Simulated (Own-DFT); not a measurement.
# Device materials side by side: how hard are they to compress?

The numbers are computed, not measured, by runs of the plane-wave DFT program Own-DFT (in-house, retired, unreviewed) at fixed positions, with no spin and no spin-orbit coupling.

Known weak points (not all hold for every row): forces on such cells moved up to 12 meV/angstrom on a denser k mesh; forces not confirmed at this smearing and k mesh; k mesh not checked against a denser one; forces on such cells passed a denser k mesh, each cell not checked; stress not checked against mesh or cutoff.

All runs are PBE with PseudoDojo norm-conserving files; cutoff and k mesh are each material's own. Every cell starts from measured lattice constants and was given uniform random strains and small random moves of its atoms. Each triple is the change of volume in per cent, the rms move u in Å and the pressure in GPa.

- 2H SiC (C36Si36), 10.36 Å³/atom unstrained: (-2.16, 0.051, 10.53); (-1.47, 0.054, 10.39); (-1.06, 0.050, 7.78); (-0.63, 0.050, 7.60); (-0.51, 0.048, 6.71); (2.37, 0.051, 0.78); (2.72, 0.052, -0.64)
- wurtzite AlN (Al36N36), 10.45 Å³/atom unstrained: (-1.74, 0.051, 9.47); (-1.70, 0.051, 9.30); (-1.36, 0.053, 8.48); (-0.69, 0.055, 7.30); (0.79, 0.049, 4.34); (2.01, 0.048, 1.48); (3.13, 0.052, 0.09)
- wurtzite GaN (Ga36N36), 11.42 Å³/atom unstrained: (-2.58, 0.051, 13.37); (-2.38, 0.046, 11.88); (-0.93, 0.056, 10.20); (0.60, 0.048, 6.27); (0.99, 0.051, 5.24); (1.65, 0.051, 4.46); (1.67, 0.048, 3.62)
- diamond silicon (Si64), 20.02 Å³/atom unstrained: withheld
- zincblende InP (In48P48), 25.27 Å³/atom unstrained: (-2.67, 0.050, 5.76); (-1.35, 0.048, 4.59); (-1.27, 0.047, 4.65); (-1.27, 0.051, 4.76); (-0.26, 0.046, 3.86); (0.37, 0.050, 3.33); (2.30, 0.050, 2.18)
- grey tin (Sn64), 34.15 Å³/atom unstrained: (-1.86, 0.045, 4.63); (-1.78, 0.048, 4.62); (-1.45, 0.053, 4.47); (0.57, 0.049, 3.34); (1.71, 0.046, 2.78); (1.83, 0.050, 2.91); (2.11, 0.047, 2.63)

## Fit

Fit a line to each set against the fractional change of volume; B is minus its slope, and u is nearly the same within a set. To take it to zero pressure, assume that B rises by 4 GPa for each GPa: B0 = B - 4 x (mean pressure). The bond length of an ideal tetrahedral crystal with the unstrained volume v is d = (√3/4)(8 v)^(1/3). Cohen's empirical rule reads B0 = (1971 - 220 L) d^(-3.5) GPa, with L = 0 for group IV crystals and SiC and 1 for III-V compounds.

| material | L | d (Å) | B (GPa) | mean P (GPa) | B0 (GPa) | rule (GPa) |
|---|---|---|---|---|---|---|
| 2H SiC (C36Si36) | 0 | 1.888 | 231 ± 14 | 6.2 | 207 ± 14 | 213 |
| wurtzite AlN (Al36N36) | 1 | 1.893 | 197 ± 6 | 5.8 | 174 ± 6 | 188 |
| wurtzite GaN (Ga36N36) | 1 | 1.950 | 212 ± 12 | 7.9 | 181 ± 12 | 169 |
| diamond silicon (Si64) | 0 | 2.352 | ? | ? | ? | 99 |
| zincblende InP (In48P48) | 1 | 2.541 | 72 ± 3 | 4.2 | 56 ± 3 | 67 |
| grey tin (Sn64) | 0 | 2.810 | 51 ± 2 | 3.6 | 36 ± 2 | 53 |

A line through ln[B0/(1971 - 220 L)] against ln d has a slope of -4.3 ± 0.2 and a scatter of 9 %. Against the rule, B0 stands at 97 % for 2H SiC, 93 % for wurtzite AlN, 107 % for wurtzite GaN, 83 % for zincblende InP, 68 % for grey tin. PBE tends to make silicon and heavier crystals too soft, and the rule itself is only a guide.

## Prediction

The question: what B0 does the fitted trend give for diamond silicon (Si64)?

Estimate: 82 GPa. Its own runs give B = 99 ± 4 GPa at a mean pressure of 3.3 GPa, so B0 = 86 GPa.
